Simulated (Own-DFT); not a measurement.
# Response to strain: wurtzite GaN, 96 atoms (Ga48N48)

These are calculations, not measurements. The program, named Own-DFT, is a retired in-house plane-wave density functional code that no person has reviewed. Each row is one single-point run on a periodic cell that was not relaxed, without spin or spin-orbit coupling.

Settings of every run: PBE; PseudoDojo norm-conserving scalar-relativistic files (stringent for Ga); cutoff 96 hartree; 3 x 4 x 3 k mesh centred on Gamma; Gaussian smearing of 0.01 eV.

Known limits: forces on such cells passed a denser k mesh, each cell not checked; stress not checked against mesh or cutoff.

Unstrained cell vectors in Å: (12.756, 0.000, 0.000); (-4.784, 8.285, 0.000); (0.000, 0.000, 10.370). The unstrained cell has measured lattice constants (interpolated for alloys), not those of this functional. That, the random moves and any unrelaxed bonds set the pressure at no strain. Each run strains this cell uniformly, with the atoms carried along. Every atom was also moved at random, by a Gaussian of width 0.05 Å on each axis. Strain is the symmetric tensor, in per cent. Stress is positive in tension, and the pressure is minus a third of its trace.

| run | e_xx (%) | e_yy (%) | e_zz (%) | s_xx (GPa) | s_yy (GPa) | s_zz (GPa) | P (GPa) | E (meV/atom) |
|---|---|---|---|---|---|---|---|---|
| 1 | 0.00 | 0.00 | 0.75 | -5.15 | -7.32 | -4.29 | 5.58 | 13.3 |
| 2 | 0.00 | 0.00 | 1.75 | -5.49 | -6.97 | -0.05 | 4.17 | 15.3 |
| 3 | 0.00 | 0.00 | -0.50 | -8.65 | -6.16 | -9.30 | 8.04 | 13.5 |
| 4 | 0.00 | 0.00 | 1.75 | -5.44 | -5.69 | 0.28 | 3.62 | 0.0 |
| 5 | 0.00 | 0.00 | -1.25 | -9.12 | -8.16 | -12.47 | 9.92 | 29.2 |
| 6 | 0.00 | 0.00 | 2.75 | -4.87 | -6.66 | 4.07 | 2.48 | 15.9 |
| 7 | 0.00 | 0.00 | -1.25 | -8.30 | -6.47 | -13.03 | 9.27 | 8.3 |
| 8 | 0.00 | 0.00 | -0.25 | -6.01 | -8.40 | -7.58 | 7.33 | 3.7 |
| 9 | 0.00 | 0.00 | -0.50 | -7.97 | -5.48 | -9.49 | 7.65 | 0.0 |
| 10 | 0.00 | 0.00 | 0.75 | -6.29 | -6.55 | -3.44 | 5.43 | 2.7 |
| 11 | 0.00 | 0.00 | -0.25 | -6.72 | -6.52 | -9.12 | 7.45 | 10.7 |
| 12 | 0.00 | 0.00 | 2.75 | -6.67 | -4.53 | 3.92 | 2.42 | 14.0 |
| 13 | 0.00 | 0.00 | 1.50 | ? | ? | ? | ? | ? |

E is the free energy for each atom above the lowest run shown.

## Worked fit

The change of volume is close to e_xx + e_yy + e_zz. A straight line through the runs shown gives P = 7.07 - 176 x (fractional change of volume) GPa, with an error of 7 on the slope and a scatter of 0.31 GPa. The strain isn't the same on all axes and the cell isn't cubic, so the slope belongs to this path and is not the bulk modulus.

## Withheld run

Question: what pressure should run 13 give? Its volume changes by 1.50 %.

The line gives 4.4 GPa. The calculation gave 4.01 GPa.
